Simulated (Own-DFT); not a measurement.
# Computed records: Si4SnGe11 (diamond-structure random alloy, atoms displaced)

Computed with Own-DFT development build. A calculation, not a measurement: plane-wave density functional theory by an unreviewed code, no spin, of a simulated periodic cell, stress positive in tension, run twice, with PBE and with PBEsol, both on files made for PBE, so the change isn't that of files made for PBEsol, forces on such cells moved up to 12 meV/angstrom on a denser k mesh; the far tail of each file's local potential was reset to the Coulomb form; each entry is a single point on an unrelaxed cell, so the pressure reflects the starting lattice, mostly measured values (interpolated for alloys), from which strain is counted, and rises with the displacements; printed positions are rounded, which can move forces by about a meV/angstrom; the program, named Own-DFT, is a retired in-house code; no spin-orbit coupling; stress was not checked against mesh or cutoff.

```cif
# cell vector a (Å): 11.3064 0.0000 0.0000
# cell vector b (Å): 0.0000 11.3064 0.0000
# cell vector c (Å): 0.0000 0.0000 11.3064
data_Si4SnGe11
_symmetry_space_group_name_H-M 'P 1'
_symmetry_Int_Tables_number 1
_cell_length_a 11.3064
_cell_length_b 11.3064
_cell_length_c 11.3064
_cell_angle_alpha 90.000
_cell_angle_beta 90.000
_cell_angle_gamma 90.000
_cell_volume 1445.35
loop_
_atom_site_label
_atom_site_type_symbol
_atom_site_fract_x
_atom_site_fract_y
_atom_site_fract_z
_atom_site_occupancy
Ge1 Ge 0.01026 0.99665 0.00906 1
Sn1 Sn 0.00318 0.25307 0.25309 1
Si1 Si 0.24351 0.99541 0.24368 1
Ge2 Ge 0.25262 0.24982 0.00095 1
Ge3 Ge 0.11809 0.12329 0.13636 1
Ge4 Ge 0.11779 0.38359 0.38250 1
Ge5 Ge 0.37529 0.12128 0.37451 1
Sn2 Sn 0.39101 0.37532 0.12141 1
Si2 Si 0.00380 0.99085 0.50962 1
Si3 Si 0.99375 0.25881 0.76392 1
Ge6 Ge 0.24984 0.01075 0.75303 1
Ge7 Ge 0.25548 0.23806 0.50558 1
Ge8 Ge 0.12539 0.13628 0.62004 1
Ge9 Ge 0.12343 0.35811 0.86463 1
Ge10 Ge 0.37110 0.12150 0.88285 1
Ge11 Ge 0.37903 0.37809 0.63322 1
Si4 Si 0.00237 0.50241 0.99953 1
Ge12 Ge 0.98440 0.75241 0.24252 1
Ge13 Ge 0.24826 0.49610 0.25162 1
Ge14 Ge 0.25577 0.75026 0.01095 1
Ge15 Ge 0.12539 0.62902 0.13670 1
Si5 Si 0.11658 0.89159 0.38055 1
Si6 Si 0.38362 0.63923 0.36104 1
Ge16 Ge 0.36952 0.88585 0.11874 1
Ge17 Ge 0.98273 0.48531 0.50631 1
Ge18 Ge 0.00078 0.75966 0.75821 1
Ge19 Ge 0.23947 0.49300 0.75548 1
Ge20 Ge 0.24907 0.74013 0.50035 1
Ge21 Ge 0.12450 0.62573 0.61889 1
Si7 Si 0.13715 0.86662 0.87099 1
Ge22 Ge 0.37560 0.62927 0.87389 1
Ge23 Ge 0.36448 0.85935 0.62563 1
Si8 Si 0.49150 0.01630 0.99223 1
Si9 Si 0.51020 0.25320 0.23934 1
Si10 Si 0.74639 0.99909 0.25060 1
Ge24 Ge 0.75053 0.24098 0.99799 1
Ge25 Ge 0.62680 0.13087 0.11807 1
Ge26 Ge 0.61531 0.38007 0.37273 1
Ge27 Ge 0.86961 0.11715 0.38167 1
Ge28 Ge 0.87450 0.37937 0.12987 1
Ge29 Ge 0.49870 0.99305 0.49445 1
Ge30 Ge 0.50105 0.24879 0.75256 1
Si11 Si 0.75548 0.99562 0.75698 1
Ge31 Ge 0.73885 0.25399 0.49721 1
Ge32 Ge 0.61919 0.12910 0.62421 1
Ge33 Ge 0.63228 0.37588 0.85867 1
Si12 Si 0.87701 0.11057 0.87357 1
Ge34 Ge 0.86987 0.37495 0.63369 1
Ge35 Ge 0.49916 0.50326 0.99990 1
Ge36 Ge 0.50624 0.74351 0.25627 1
Si13 Si 0.75501 0.50442 0.26016 1
Si14 Si 0.74876 0.75185 0.99996 1
Sn3 Sn 0.61424 0.62362 0.11926 1
Ge37 Ge 0.61571 0.87448 0.37603 1
Sn4 Sn 0.87858 0.62703 0.36672 1
Ge38 Ge 0.87198 0.85866 0.12506 1
Ge39 Ge 0.50525 0.50593 0.50184 1
Ge40 Ge 0.49822 0.74603 0.75168 1
Ge41 Ge 0.74221 0.50927 0.75338 1
Si15 Si 0.74742 0.73386 0.50044 1
Ge42 Ge 0.62109 0.62472 0.63247 1
Ge43 Ge 0.63137 0.86713 0.87958 1
Si16 Si 0.87611 0.63044 0.87383 1
Ge44 Ge 0.87233 0.86470 0.62506 1
_calc_functional 'PBE, then PBEsol'
_calc_potential_files 'PseudoDojo norm-conserving, scalar-relativistic, standard set'
_calc_wave_cutoff 49  # hartree
_calc_occupations 'Fermi-Dirac'
_calc_smearing_width 0.1  # eV
_calc_k_mesh '3 x 3 x 3 centred on Gamma'
_calc_PBE_pressure 5.13  # GPa
_calc_PBE_stress_xx -5.15  # GPa
_calc_PBE_stress_yy -5.02  # GPa
_calc_PBE_stress_zz -5.22  # GPa
_calc_PBE_stress_yz 0.1  # GPa
_calc_PBE_stress_xz 0.08  # GPa
_calc_PBE_stress_xy -1.01  # GPa
_calc_PBEsol_pressure 2.45  # GPa
_calc_PBEsol_stress_xx -2.48  # GPa
_calc_PBEsol_stress_yy -2.33  # GPa
_calc_PBEsol_stress_zz -2.53  # GPa
_calc_PBEsol_stress_yz 0.09  # GPa
_calc_PBEsol_stress_xz 0.06  # GPa
_calc_PBEsol_stress_xy -0.97  # GPa
_calc_rms_change_of_force_components_from_PBE_to_PBEsol 0.057  # eV/angstrom
```

Force:
```tsv
force element	PBE force x (eV/Å)	PBE force y (eV/Å)	PBE force z (eV/Å)	PBEsol force x (eV/Å)	PBEsol force y (eV/Å)	PBEsol force z (eV/Å)
Ge	-0.735	-1.108	-1.374	-0.704	-1.064	-1.266
Sn	-1.516	0.036	1.213	-1.472	0.039	1.175
Si	0.121	0.502	1.356	0.158	0.523	1.278
Ge	-1.402	-0.899	0.114	-1.348	-0.886	0.083
Ge	2.353	-0.881	-1.865	2.242	-0.836	-1.846
Ge	2.036	-0.362	1.18	1.952	-0.355	1.127
Ge	0.201	-0.055	-1.527	0.193	-0.058	-1.41
Sn	-2.618	-0.271	0.593	-2.599	-0.207	0.509
Si	-1.085	1.275	0.286	-1.123	1.298	0.357
Si	-1.647	-2.661	-2.064	-1.576	-2.559	-2.052
Ge	-0.499	-1.452	-0.739	-0.452	-1.376	-0.725
Ge	0.639	2.45	-1.049	0.608	2.355	-0.998
Ge	-1.876	-1.159	1.702	-1.735	-1.115	1.638
Ge	0.703	1.947	2.703	0.783	1.93	2.642
Ge	-0.285	1.538	-1.514	-0.343	1.546	-1.52
Ge	-0.484	-0.143	-0.721	-0.469	-0.152	-0.686
Si	-0.142	-0.043	-0.208	-0.107	-0.078	-0.163
Ge	4.321	1.258	0.782	4.16	1.193	0.717
Ge	0.403	1.073	0.986	0.354	1.042	0.934
Ge	-0.745	-0.339	-1.183	-0.684	-0.342	-1.115
Ge	-0.333	-0.458	-1.111	-0.299	-0.421	-1.055
Si	0.954	-1.915	-1.177	0.951	-1.947	-1.185
Si	-2.23	-2.525	2.27	-2.183	-2.479	2.224
Ge	1.435	0.03	0.774	1.363	-0.034	0.721
Ge	1.84	1.518	0.218	1.803	1.466	0.201
Ge	0.243	-1.119	-0.571	0.212	-1.085	-0.629
Ge	0.85	1.158	-0.758	0.833	1.107	-0.745
Ge	-0.177	0.784	-2.06	-0.172	0.765	-1.907
Ge	-1.394	-1.132	1.111	-1.333	-1.095	1.082
Si	-0.111	1.241	1.169	-0.101	1.215	1.143
Ge	-0.907	-1.045	0.587	-0.859	-1.013	0.578
Ge	0.758	1.917	0.372	0.74	1.843	0.354
Si	2.075	-2.397	1.566	2.03	-2.344	1.538
Si	0.415	-1.84	2.54	0.42	-1.807	2.495
Si	-0.019	-0.577	-0.307	-0.015	-0.563	-0.294
Ge	1.236	1.333	-1.163	1.154	1.31	-1.088
Ge	-0.499	-1.488	0.787	-0.443	-1.399	0.711
Ge	1.038	-0.024	-0.502	1.02	-0.01	-0.41
Ge	-0.039	-0.437	0.509	-0.037	-0.361	0.492
Ge	-1.035	0.891	-1.441	-0.992	0.807	-1.387
Ge	-0.926	0.351	1.622	-0.898	0.342	1.548
Ge	-0.653	-0.211	0.165	-0.62	-0.184	0.144
Si	-0.757	0.004	-1.209	-0.795	-0.06	-1.228
Ge	0.657	-0.253	0.298	0.625	-0.25	0.297
Ge	0.653	-1.379	0.282	0.608	-1.293	0.246
Ge	-0.765	-0.786	2.42	-0.747	-0.758	2.331
Si	0.691	0.895	0.709	0.694	0.888	0.779
Ge	-1.178	-0.88	0.711	-1.169	-0.8	0.634
Ge	0.112	-0.597	-4.583	0.095	-0.563	-4.436
Ge	-0.886	3.134	-0.909	-0.792	3.081	-0.913
Si	-2.352	-2.503	-2.178	-2.311	-2.469	-2.134
Si	0.985	-0.8	-0.655	0.931	-0.747	-0.61
Sn	3.348	0.307	1.124	3.174	0.296	1.105
Ge	2.266	-0.464	-0.1	2.125	-0.457	-0.098
Sn	0.094	-0.692	2.697	0.175	-0.66	2.617
Ge	-1.529	3.282	-1.349	-1.405	3.17	-1.271
Ge	-1.563	0.24	-0.442	-1.471	0.204	-0.395
Ge	0.162	0.94	0.02	0.148	0.884	0.02
Ge	2.049	0.342	-0.216	1.931	0.285	-0.246
Si	-1.091	2.097	0.815	-1.073	2.05	0.804
Ge	0.327	0.421	-0.995	0.283	0.358	-0.929
Ge	-1.041	1.634	-0.382	-1.048	1.565	-0.408
Si	-0.008	-0.31	0.848	-0.009	-0.3	0.754
Ge	-0.441	0.606	-0.176	-0.383	0.56	-0.128
```
